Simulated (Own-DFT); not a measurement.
# Computed records: Hf$_{32}$O$_{63}$ (monoclinic hafnia with one vacancy, atoms displaced)

A calculation, not a measurement: plane-wave density functional theory by an unreviewed code, no spin, of a simulated periodic cell, stress positive in tension, run twice, with PBE and with PBEsol, both on files made for PBE, so the change isn't that of files made for PBEsol, defect cell not probed for a lower state with spin; hafnium file: forces about 75 meV/angstrom off all-electron values; oxygen file: force components 24 meV/angstrom off all-electron in one glass; forces on such cells passed a denser k mesh, this cell's mesh not checked; the far tail of each file's local potential was reset to the Coulomb form; each entry is a single point on an unrelaxed cell, so the pressure reflects the starting lattice, mostly measured values (interpolated for alloys), from which strain is counted, and rises with the displacements; printed positions are rounded, which can move forces by about a meV/angstrom; the program, named Own-DFT, is a retired in-house code; no spin-orbit coupling; stress was not checked against mesh or cutoff. Program: Own-DFT development build.

Common to all runs: functional PBE, then PBEsol; potential files PseudoDojo norm-conserving, scalar-relativistic, standard set; wave cutoff 72 hartree; occupations Fermi-Dirac; smearing width 0.1 eV; k mesh 2 x 2 x 2 centred on Gamma.

(1) Hf$_{32}$O$_{63}$ (monoclinic hafnia with one vacancy, atoms displaced)

```
Hf32O63
1.0
     10.2340     0.0000     0.0000
      0.0000    10.3500     0.0000
     -1.6955     0.0000    10.4453
Hf O Hf O Hf O Hf O Hf O Hf O Hf O Hf O
4 7 4 8 4 8 4 8 4 8 4 8 4 8 4 8
Direct
  0.12777 0.01826 0.10873
  0.36237 0.27169 0.14180
  0.35860 0.47621 0.39623
  0.13445 0.22826 0.35232
  0.03935 0.16602 0.17695
  0.45636 0.42075 0.07639
  0.46776 0.33233 0.32673
  0.03828 0.08008 0.42124
  0.22671 0.37890 0.24502
  0.28051 0.12505 0.25878
  0.22378 0.37251 0.49591
  0.14583 0.02573 0.61574
  0.36308 0.27411 0.64448
  0.36211 0.47854 0.90067
  0.13824 0.23531 0.85411
  0.03314 0.17318 0.66675
  0.46087 0.42103 0.58101
  0.45622 0.33692 0.83119
  0.03328 0.07569 0.92155
  0.22285 0.37706 0.73243
  0.27039 0.11937 0.49965
  0.27265 0.11675 0.75758
  0.22337 0.37794 0.98431
  0.13833 0.52143 0.10159
  0.36219 0.77197 0.15497
  0.35722 0.97976 0.38436
  0.13722 0.73162 0.35255
  0.03780 0.66720 0.17451
  0.45738 0.92328 0.07945
  0.46574 0.83636 0.32023
  0.03830 0.58243 0.42306
  0.22565 0.88315 0.23782
  0.28112 0.62066 0.01271
  0.27969 0.62215 0.27004
  0.22211 0.86204 0.48628
  0.14204 0.52231 0.60404
  0.35822 0.76777 0.64870
  0.36640 0.98506 0.89808
  0.14738 0.72575 0.84974
  0.04484 0.67393 0.67284
  0.47259 0.92609 0.58710
  0.46954 0.84100 0.82342
  0.03302 0.58448 0.92029
  0.22394 0.88250 0.74608
  0.27223 0.63547 0.50841
  0.28371 0.61345 0.76385
  0.21852 0.87614 0.98879
  0.63113 0.02214 0.09589
  0.86417 0.26438 0.14809
  0.85867 0.48975 0.39881
  0.63693 0.23392 0.35138
  0.53724 0.17548 0.16839
  0.95838 0.41309 0.07585
  0.96661 0.33108 0.32708
  0.52910 0.09033 0.41883
  0.72695 0.38169 0.24225
  0.77236 0.13241 0.00137
  0.78017 0.12608 0.26031
  0.72704 0.37451 0.49349
  0.63234 0.01404 0.59626
  0.85720 0.26206 0.65174
  0.86783 0.48031 0.89113
  0.64252 0.22471 0.85514
  0.54595 0.16097 0.67557
  0.95794 0.42141 0.56809
  0.95607 0.33522 0.81475
  0.53843 0.08508 0.93252
  0.72866 0.38258 0.74443
  0.77630 0.13403 0.51465
  0.77470 0.11644 0.75902
  0.71815 0.37960 0.98932
  0.63422 0.52372 0.10951
  0.86104 0.76930 0.14578
  0.85594 0.97664 0.39740
  0.64175 0.72608 0.35437
  0.53241 0.66751 0.17606
  0.96676 0.91671 0.08374
  0.96109 0.82881 0.33087
  0.53308 0.58650 0.42378
  0.72791 0.88139 0.23731
  0.78039 0.63654 0.01420
  0.78271 0.61831 0.25875
  0.72165 0.86591 0.48880
  0.63712 0.51883 0.60471
  0.86155 0.76655 0.64402
  0.86325 0.98249 0.89417
  0.63996 0.73243 0.84536
  0.54018 0.67414 0.66338
  0.96364 0.91948 0.57890
  0.95746 0.83107 0.81527
  0.54088 0.57903 0.92860
  0.72763 0.87553 0.74688
  0.78006 0.63085 0.51227
  0.77350 0.61877 0.75803
  0.72556 0.86895 0.98780
```

- PBE pressure: 5.1 GPa
- PBE stress xx: -4.76 GPa
- PBE stress yy: -5.06 GPa
- PBE stress zz: -5.47 GPa
- PBE stress yz: -0.64 GPa
- PBE stress xz: -0.54 GPa
- PBE stress xy: 0.08 GPa
- PBEsol pressure: -1.29 GPa
- PBEsol stress xx: 1.65 GPa
- PBEsol stress yy: 1.27 GPa
- PBEsol stress zz: 0.94 GPa
- PBEsol stress yz: -0.62 GPa
- PBEsol stress xz: -0.18 GPa
- PBEsol stress xy: 0.08 GPa
- rms change of force components from PBE to PBEsol: 0.051 eV/Å

Force:
| force element | PBE force x (eV/Å) | PBE force y (eV/Å) | PBE force z (eV/Å) | PBEsol force x (eV/Å) | PBEsol force y (eV/Å) | PBEsol force z (eV/Å) |
| --- | --- | --- | --- | --- | --- | --- |
| Hf | 2.122 | 0.379 | -1.22 | 1.972 | 0.334 | -1.164 |
| Hf | -0.536 | -0.234 | 0.574 | -0.457 | -0.07 | 0.71 |
| Hf | 0.359 | 0.365 | -0.052 | 0.338 | 0.325 | -0.037 |
| Hf | -0.239 | 0.014 | 1.198 | -0.252 | -0.046 | 1.13 |
| O | -0.68 | 0.271 | -0.832 | -0.661 | 0.271 | -0.749 |
| O | 0.785 | -0.119 | 1.239 | 0.746 | -0.114 | 1.153 |
| O | -0.828 | 0.919 | 0.219 | -0.815 | 0.87 | 0.158 |
| O | -0.821 | -0.4 | 0.008 | -0.788 | -0.381 | 0.052 |
| O | -0.019 | 0.411 | -1.052 | 0.054 | 0.397 | -1.019 |
| O | 0.029 | -0.367 | -0.727 | -0.025 | -0.368 | -0.678 |
| O | 0.494 | -0.55 | -0.801 | 0.555 | -0.517 | -0.768 |
| Hf | -2.192 | -0.961 | -3.363 | -2.134 | -0.88 | -3.311 |
| Hf | 0.314 | -0.771 | 0.298 | 0.282 | -0.654 | 0.326 |
| Hf | 1.256 | 0.54 | -0.704 | 1.221 | 0.488 | -0.654 |
| Hf | -0.661 | -0.608 | -0.557 | -0.699 | -0.552 | -0.689 |
| O | 0.997 | -0.668 | 0.74 | 0.977 | -0.653 | 0.788 |
| O | 0.387 | -0.151 | 0.058 | 0.364 | -0.148 | 0.004 |
| O | 1.535 | -2.077 | -0.967 | 1.47 | -2.02 | -0.996 |
| O | 1.366 | 1.757 | -0.271 | 1.306 | 1.686 | -0.218 |
| O | -0.428 | -0.395 | 0.887 | -0.357 | -0.398 | 0.86 |
| O | 0.782 | 1.126 | 1.757 | 0.691 | 1.083 | 1.708 |
| O | 0.656 | 1.325 | 1.167 | 0.562 | 1.28 | 1.13 |
| O | -1.076 | -1.458 | 0.388 | -0.978 | -1.413 | 0.371 |
| Hf | -0.983 | -0.138 | 0.894 | -0.949 | -0.088 | 0.832 |
| Hf | -0.26 | -0.487 | -1.948 | -0.241 | -0.424 | -1.844 |
| Hf | 0.074 | 0.864 | 2 | 0.048 | 0.841 | 1.953 |
| Hf | -0.872 | -0.753 | 0.765 | -0.848 | -0.79 | 0.751 |
| O | 0.359 | -0.331 | -0.768 | 0.357 | -0.309 | -0.702 |
| O | 0.314 | -0.144 | 0.028 | 0.32 | -0.121 | -0.037 |
| O | 0.612 | 0.147 | 1.285 | 0.565 | 0.117 | 1.183 |
| O | 0.099 | 0.351 | -0.257 | 0.1 | 0.339 | -0.195 |
| O | -0.386 | -0.468 | 0.371 | -0.304 | -0.454 | 0.369 |
| O | -0.762 | 1.549 | 0.368 | -0.808 | 1.473 | 0.348 |
| O | 0.071 | 0.172 | -1.2 | 0.018 | 0.176 | -1.159 |
| O | 0.991 | 1.636 | 1.067 | 1.027 | 1.582 | 1.026 |
| Hf | -1.723 | -0.748 | -1.035 | -1.67 | -0.694 | -1.049 |
| Hf | 1.11 | 1.054 | -1.035 | 1.085 | 1.061 | -0.994 |
| Hf | -1.417 | -1.271 | 0.043 | -1.313 | -1.391 | 0.007 |
| Hf | -1.93 | 1.362 | 1.142 | -1.885 | 1.293 | 1.072 |
| O | 0.069 | -0.652 | -0.346 | 0.078 | -0.629 | -0.273 |
| O | -3.404 | -2.297 | -1.119 | -3.294 | -2.233 | -1.127 |
| O | -0.556 | -0.23 | 0.393 | -0.557 | -0.236 | 0.328 |
| O | 1.193 | 0.441 | 0.134 | 1.169 | 0.399 | 0.177 |
| O | 0.595 | -0.866 | -0.429 | 0.637 | -0.848 | -0.42 |
| O | 0.565 | -1.193 | 0.823 | 0.479 | -1.169 | 0.808 |
| O | -0.134 | 1.434 | -0.79 | -0.21 | 1.422 | -0.773 |
| O | 0.667 | -0.556 | -0.075 | 0.711 | -0.534 | -0.081 |
| Hf | 1.469 | -0.664 | 2.711 | 1.421 | -0.595 | 2.601 |
| Hf | -0.827 | 1.761 | 0.286 | -0.806 | 1.766 | 0.331 |
| Hf | 1.495 | -2.777 | 0.028 | 1.448 | -2.754 | 0.074 |
| Hf | 1.098 | -0.027 | 0.75 | 1.061 | -0.054 | 0.701 |
| O | 0.112 | -0.525 | -0.29 | 0.1 | -0.496 | -0.23 |
| O | 1.61 | 0.576 | -0.299 | 1.564 | 0.579 | -0.343 |
| O | -0.373 | 0.537 | -0.107 | -0.351 | 0.479 | -0.167 |
| O | 0.261 | -0.71 | -0.067 | 0.263 | -0.715 | -0.03 |
| O | -0.392 | -0.156 | -0.114 | -0.333 | -0.159 | -0.106 |
| O | 0.593 | -0.342 | 0.872 | 0.504 | -0.34 | 0.825 |
| O | -0.557 | -0.755 | -0.108 | -0.59 | -0.713 | -0.108 |
| O | -1.185 | -0.087 | -0.343 | -1.097 | -0.066 | -0.332 |
| Hf | 2.031 | 1.21 | 0.875 | 1.959 | 1.234 | 0.845 |
| Hf | 0.119 | 1.806 | -2.568 | 0.105 | 1.802 | -2.486 |
| Hf | -2.387 | -0.03 | 1.347 | -2.335 | -0.085 | 1.331 |
| Hf | -0.418 | 2.294 | -0.279 | -0.37 | 2.181 | -0.283 |
| O | -1.91 | 1.654 | 0.265 | -1.837 | 1.613 | 0.313 |
| O | 1.081 | -0.113 | 1.773 | 1.054 | -0.072 | 1.666 |
| O | 2.221 | -0.426 | 2.326 | 2.155 | -0.435 | 2.232 |
| O | -1.082 | 0.574 | -2.139 | -1.045 | 0.521 | -2.033 |
| O | -1.228 | -0.625 | -0.526 | -1.122 | -0.613 | -0.512 |
| O | -0.416 | -1.287 | -1.477 | -0.455 | -1.258 | -1.434 |
| O | 0.432 | 0.185 | 0.462 | 0.368 | 0.203 | 0.466 |
| O | 0.223 | -1.063 | -0.204 | 0.271 | -1.038 | -0.206 |
| Hf | 1.434 | -0.864 | -1.537 | 1.41 | -0.801 | -1.546 |
| Hf | 0.022 | 0.312 | -0.191 | 0.006 | 0.343 | -0.167 |
| Hf | 2.016 | 0.961 | 0.198 | 1.976 | 0.882 | 0.212 |
| Hf | -0.481 | 0.298 | -0.248 | -0.472 | 0.249 | -0.26 |
| O | 0.269 | 0.078 | 0.139 | 0.267 | 0.083 | 0.194 |
| O | -1.006 | -0.286 | -0.51 | -0.97 | -0.261 | -0.535 |
| O | 0.024 | 0.239 | 0.167 | 0.022 | 0.223 | 0.109 |
| O | 0.296 | -0.219 | -0.173 | 0.309 | -0.225 | -0.124 |
| O | -0.84 | -0.198 | 0.173 | -0.745 | -0.212 | 0.184 |
| O | -0.368 | -0.974 | -0.655 | -0.416 | -0.939 | -0.616 |
| O | -1.224 | 1.308 | 0.003 | -1.262 | 1.29 | 0.012 |
| O | -0.156 | 0.331 | -0.078 | -0.084 | 0.323 | -0.084 |
| Hf | 0.691 | -0.277 | -0.018 | 0.693 | -0.223 | -0.043 |
| Hf | 0.896 | 1.659 | 0.653 | 0.875 | 1.688 | 0.676 |
| Hf | -0.326 | -2.016 | -0.362 | -0.328 | -2.005 | -0.346 |
| Hf | -0.01 | -0.605 | 1.849 | 0.022 | -0.593 | 1.771 |
| O | -0.97 | 0.119 | 0.29 | -0.943 | 0.117 | 0.345 |
| O | -0.125 | -0.105 | -0.018 | -0.145 | -0.107 | -0.068 |
| O | 1.404 | 0.006 | 1.979 | 1.348 | -0.008 | 1.866 |
| O | -0.273 | 0.963 | -0.921 | -0.271 | 0.901 | -0.824 |
| O | -0.416 | 0.526 | -1.553 | -0.353 | 0.484 | -1.502 |
| O | -0.681 | -0.552 | -0.815 | -0.717 | -0.552 | -0.809 |
| O | 0.305 | 0.075 | -0.148 | 0.233 | 0.083 | -0.154 |
| O | -0.342 | 0.99 | 0.302 | -0.272 | 0.972 | 0.287 |

(2) Hf$_{32}$O$_{63}$ (monoclinic hafnia with one vacancy, atoms displaced)

```
Hf32O63
1.0
     10.2340     0.0000     0.0000
      0.0000    10.3500     0.0000
     -1.6955     0.0000    10.4453
Hf O Hf O Hf O Hf O Hf O Hf O Hf O Hf O
4 8 4 8 4 8 4 8 4 8 4 8 4 8 4 7
Direct
  0.13982 0.01615 0.09858
  0.37011 0.26762 0.14413
  0.36926 0.48328 0.38931
  0.13520 0.22251 0.35468
  0.03067 0.17010 0.17011
  0.47185 0.41580 0.07348
  0.46062 0.33894 0.33502
  0.03251 0.07648 0.42327
  0.23503 0.37067 0.24604
  0.28074 0.12439 0.00731
  0.27593 0.12939 0.26126
  0.22999 0.37468 0.49768
  0.13899 0.01830 0.60408
  0.35683 0.27347 0.64819
  0.35443 0.47831 0.89754
  0.13558 0.23525 0.85574
  0.03713 0.16817 0.67937
  0.46248 0.42124 0.57660
  0.46441 0.32403 0.82929
  0.02694 0.08942 0.91947
  0.22411 0.37649 0.74195
  0.26134 0.12199 0.50654
  0.26793 0.12038 0.74915
  0.21267 0.35974 0.99270
  0.13425 0.52601 0.10510
  0.35878 0.76874 0.14798
  0.36492 0.98347 0.40155
  0.13937 0.73330 0.35450
  0.04118 0.66958 0.16931
  0.45232 0.92217 0.08646
  0.45779 0.82873 0.32390
  0.03265 0.58189 0.42342
  0.21999 0.88071 0.23737
  0.27576 0.62855 0.00974
  0.27479 0.61762 0.25712
  0.22952 0.86593 0.48566
  0.13074 0.52026 0.59935
  0.36039 0.76825 0.65040
  0.35894 0.97424 0.89614
  0.14215 0.73515 0.85135
  0.03720 0.66997 0.67589
  0.46718 0.91354 0.57974
  0.47062 0.84271 0.83042
  0.03968 0.57313 0.92333
  0.22995 0.87948 0.74140
  0.27802 0.62914 0.51304
  0.27652 0.61820 0.75962
  0.22343 0.87758 0.98620
  0.63844 0.02673 0.10317
  0.86382 0.26309 0.14367
  0.86758 0.48582 0.39448
  0.63706 0.22530 0.35570
  0.53034 0.16795 0.18063
  0.96320 0.41296 0.07857
  0.96196 0.33323 0.32205
  0.53876 0.08410 0.42457
  0.72956 0.38395 0.23799
  0.77563 0.12897 0.00313
  0.77513 0.12147 0.25646
  0.72027 0.37373 0.49585
  0.63939 0.01909 0.61067
  0.86191 0.27765 0.65346
  0.86035 0.47826 0.89743
  0.63803 0.22889 0.85844
  0.54210 0.16973 0.68368
  0.97165 0.42357 0.57884
  0.96367 0.33620 0.82302
  0.53909 0.08550 0.92041
  0.72525 0.37631 0.73710
  0.77917 0.13635 0.51244
  0.76840 0.11885 0.75653
  0.72221 0.36855 0.98958
  0.64308 0.52365 0.10518
  0.85782 0.77034 0.15125
  0.87394 0.96969 0.39484
  0.63095 0.72516 0.34729
  0.53440 0.67025 0.17222
  0.95792 0.91132 0.07105
  0.95661 0.83669 0.32247
  0.53838 0.58423 0.43139
  0.71928 0.87279 0.23636
  0.78215 0.62681 0.00786
  0.78301 0.62100 0.25933
  0.71929 0.87241 0.49746
  0.63627 0.51819 0.60148
  0.86695 0.76807 0.64705
  0.85546 0.97908 0.89960
  0.64247 0.72441 0.85331
  0.53687 0.66144 0.67199
  0.96364 0.91465 0.57673
  0.97164 0.83876 0.81938
  0.54265 0.58224 0.92133
  0.78085 0.62035 0.51952
  0.76775 0.62443 0.75358
  0.72739 0.86943 0.99079
```

- PBE pressure: 5.65 GPa
- PBE stress xx: -6.37 GPa
- PBE stress yy: -5.38 GPa
- PBE stress zz: -5.21 GPa
- PBE stress yz: -0.69 GPa
- PBE stress xz: -0.14 GPa
- PBE stress xy: 0.34 GPa
- PBEsol pressure: -0.74 GPa
- PBEsol stress xx: 0.07 GPa
- PBEsol stress yy: 0.93 GPa
- PBEsol stress zz: 1.2 GPa
- PBEsol stress yz: -0.64 GPa
- PBEsol stress xz: 0.2 GPa
- PBEsol stress xy: 0.34 GPa
- rms change of force components from PBE to PBEsol: 0.054 eV/Å

Force:
| force element | PBE force x (eV/Å) | PBE force y (eV/Å) | PBE force z (eV/Å) | PBEsol force x (eV/Å) | PBEsol force y (eV/Å) | PBEsol force z (eV/Å) |
| --- | --- | --- | --- | --- | --- | --- |
| Hf | -0.988 | 1.62 | -0.188 | -0.938 | 1.606 | -0.221 |
| Hf | -2.785 | 1.373 | 0.178 | -2.742 | 1.377 | 0.219 |
| Hf | -2.365 | -0.632 | 2.188 | -2.309 | -0.684 | 2.178 |
| Hf | 0.321 | 2.228 | -0.532 | 0.333 | 2.125 | -0.564 |
| O | 1.718 | -1.918 | 0.198 | 1.664 | -1.842 | 0.25 |
| O | -0.852 | -0.084 | 0.271 | -0.838 | -0.067 | 0.216 |
| O | 2.732 | -2.139 | -1.038 | 2.651 | -2.09 | -1.06 |
| O | 0.541 | 0.537 | -0.435 | 0.535 | 0.495 | -0.374 |
| O | -1.2 | 1.235 | -1.03 | -1.095 | 1.191 | -0.997 |
| O | -0.428 | 0.229 | 0.308 | -0.476 | 0.202 | 0.314 |
| O | 0.102 | -1.604 | -0.017 | 0.039 | -1.547 | -0.007 |
| O | -0.775 | -0.779 | -1.108 | -0.695 | -0.756 | -1.051 |
| Hf | -1.267 | 0.951 | 1.098 | -1.217 | 1.002 | 1.048 |
| Hf | 1.515 | -0.194 | -0.125 | 1.452 | -0.126 | -0.07 |
| Hf | 1.437 | -0.689 | -0.251 | 1.388 | -0.708 | -0.231 |
| Hf | 0.016 | -2.142 | -0.754 | 0.011 | -2.13 | -0.771 |
| O | -0.437 | -0.422 | -1.418 | -0.41 | -0.39 | -1.328 |
| O | -0.213 | -0.749 | 0.496 | -0.202 | -0.707 | 0.422 |
| O | -1.582 | 1.771 | 0.39 | -1.546 | 1.708 | 0.319 |
| O | 0.557 | -0.408 | 0.95 | 0.553 | -0.42 | 0.972 |
| O | -0.154 | 0.717 | 0.391 | -0.081 | 0.678 | 0.389 |
| O | 1.65 | 0.64 | 0.035 | 1.532 | 0.6 | 0.018 |
| O | 0.858 | -0.419 | 1.348 | 0.772 | -0.401 | 1.291 |
| O | 1.632 | 1.963 | 0.601 | 1.654 | 1.919 | 0.551 |
| Hf | 0.201 | -2.649 | -0.168 | 0.187 | -2.524 | -0.213 |
| Hf | 0.103 | 0.688 | -0.449 | 0.111 | 0.728 | -0.398 |
| Hf | 0.416 | -0.305 | -0.686 | 0.396 | -0.347 | -0.632 |
| Hf | 0.67 | -1.179 | -0.024 | 0.689 | -1.189 | -0.052 |
| O | -1.246 | 1.052 | 0.796 | -1.201 | 1.023 | 0.833 |
| O | 1.462 | 0.415 | -0.464 | 1.408 | 0.394 | -0.514 |
| O | 0.2 | 0.29 | 0.91 | 0.197 | 0.258 | 0.822 |
| O | 1.517 | 1.914 | -0.92 | 1.472 | 1.84 | -0.84 |
| O | -0.241 | -0.186 | 0.269 | -0.181 | -0.204 | 0.255 |
| O | 0.181 | 0.103 | -0.047 | 0.113 | 0.089 | -0.045 |
| O | -0.144 | 0.936 | 0.332 | -0.199 | 0.929 | 0.319 |
| O | -0.676 | 0.586 | 0.553 | -0.6 | 0.578 | 0.533 |
| Hf | 2.716 | 0.225 | 1.169 | 2.643 | 0.251 | 1.107 |
| Hf | 1.748 | -0.775 | -0.76 | 1.691 | -0.724 | -0.734 |
| Hf | 1.165 | 2.239 | -0.253 | 1.113 | 2.128 | -0.218 |
| Hf | -1.428 | -1.32 | 0.11 | -1.39 | -1.317 | 0.053 |
| O | 0.787 | -0.498 | -0.233 | 0.764 | -0.462 | -0.18 |
| O | -0.503 | 0.261 | -0.18 | -0.504 | 0.28 | -0.228 |
| O | 0.476 | -1.262 | -0.285 | 0.429 | -1.242 | -0.319 |
| O | 0.142 | 1.224 | -0.628 | 0.134 | 1.167 | -0.53 |
| O | -0.583 | -0.458 | -0.254 | -0.514 | -0.462 | -0.231 |
| O | -0.513 | 0.532 | -0.756 | -0.558 | 0.532 | -0.731 |
| O | 0.07 | 0.397 | 0.496 | 0.012 | 0.404 | 0.49 |
| O | -0.784 | -1.189 | 0.172 | -0.706 | -1.135 | 0.165 |
| Hf | -0.782 | -1.192 | -0.176 | -0.748 | -1.117 | -0.194 |
| Hf | -0.861 | 1.903 | 0.254 | -0.831 | 1.912 | 0.283 |
| Hf | -2.094 | -2.379 | 0.386 | -2.043 | -2.346 | 0.403 |
| Hf | 1.311 | 1.688 | 1.617 | 1.279 | 1.591 | 1.57 |
| O | 1.757 | -1.339 | -0.483 | 1.719 | -1.286 | -0.425 |
| O | 0.299 | 0.666 | -0.293 | 0.282 | 0.664 | -0.344 |
| O | 0.702 | -0.126 | 1.077 | 0.675 | -0.145 | 0.994 |
| O | -1.014 | -0.598 | 0.125 | -0.984 | -0.594 | 0.163 |
| O | -0.805 | -0.244 | 0.121 | -0.719 | -0.225 | 0.099 |
| O | -0.134 | -0.35 | 1.188 | -0.192 | -0.36 | 1.156 |
| O | -0.283 | -0.678 | -0.038 | -0.344 | -0.642 | -0.065 |
| O | 0.806 | -0.369 | -1.231 | 0.829 | -0.346 | -1.176 |
| Hf | 1.049 | 0.743 | -0.2 | 0.992 | 0.885 | -0.325 |
| Hf | -0.054 | -1.628 | -2.415 | -0.076 | -1.548 | -2.332 |
| Hf | 0.082 | -0.011 | -0.162 | 0.083 | -0.059 | -0.114 |
| Hf | 0.333 | 0.473 | -1.351 | 0.316 | 0.396 | -1.351 |
| O | -1.517 | -0.394 | -2.125 | -1.449 | -0.375 | -2.005 |
| O | -2.004 | -1.589 | -0.166 | -1.947 | -1.511 | -0.208 |
| O | 0.067 | 0.531 | 1.103 | 0.06 | 0.495 | 1.029 |
| O | -1.237 | -1.381 | 1.526 | -1.175 | -1.345 | 1.546 |
| O | -0.349 | 0.76 | 1.185 | -0.26 | 0.733 | 1.149 |
| O | -0.345 | -0.58 | -0.317 | -0.425 | -0.554 | -0.294 |
| O | 1.028 | -0.615 | 0.865 | 0.925 | -0.596 | 0.847 |
| O | 0.304 | 0.654 | 0.207 | 0.359 | 0.645 | 0.195 |
| Hf | 0.054 | -1.275 | -0.778 | 0.066 | -1.227 | -0.791 |
| Hf | 0.326 | -0.13 | -2.476 | 0.296 | -0.071 | -2.398 |
| Hf | -4.678 | 3.182 | 1.996 | -4.536 | 3.066 | 1.994 |
| Hf | 0.501 | 1.292 | 2.146 | 0.462 | 1.23 | 2.037 |
| O | 0.266 | -0.832 | -0.347 | 0.27 | -0.79 | -0.263 |
| O | 1.556 | 0.408 | 1.105 | 1.499 | 0.416 | 1.028 |
| O | 3.129 | -2.819 | -0.269 | 3.041 | -2.764 | -0.312 |
| O | 0.227 | 1.02 | -2.01 | 0.227 | 0.967 | -1.922 |
| O | -0.257 | 0.736 | 0.106 | -0.174 | 0.694 | 0.088 |
| O | -0.181 | 0.322 | 0.588 | -0.252 | 0.3 | 0.57 |
| O | -0.743 | 0.551 | 0.062 | -0.779 | 0.547 | 0.048 |
| O | 0.519 | -0.794 | -0.803 | 0.566 | -0.76 | -0.763 |
| Hf | 0.436 | -0.584 | 1.201 | 0.439 | -0.528 | 1.141 |
| Hf | -1.929 | 0.581 | -0.127 | -1.768 | 0.538 | -0.163 |
| Hf | 1.088 | -0.003 | -1.968 | 1.118 | 0.041 | -1.777 |
| Hf | -0.486 | 0.866 | -0.57 | -0.532 | 0.684 | -0.517 |
| O | -1.54 | 1.602 | 0.702 | -1.493 | 1.569 | 0.737 |
| O | 0.713 | 0.032 | -0.448 | 0.684 | 0.039 | -0.495 |
| O | -0.371 | 0.188 | 1 | -0.351 | 0.144 | 0.93 |
| O | -1.254 | -0.512 | 0.142 | -1.186 | -0.492 | 0.188 |
| O | 0.533 | 0.822 | -1.599 | 0.471 | 0.78 | -1.543 |
| O | 1.217 | -0.507 | 1.371 | 1.109 | -0.483 | 1.334 |
| O | -1.152 | -0.218 | 0.027 | -1.044 | -0.204 | 0.027 |
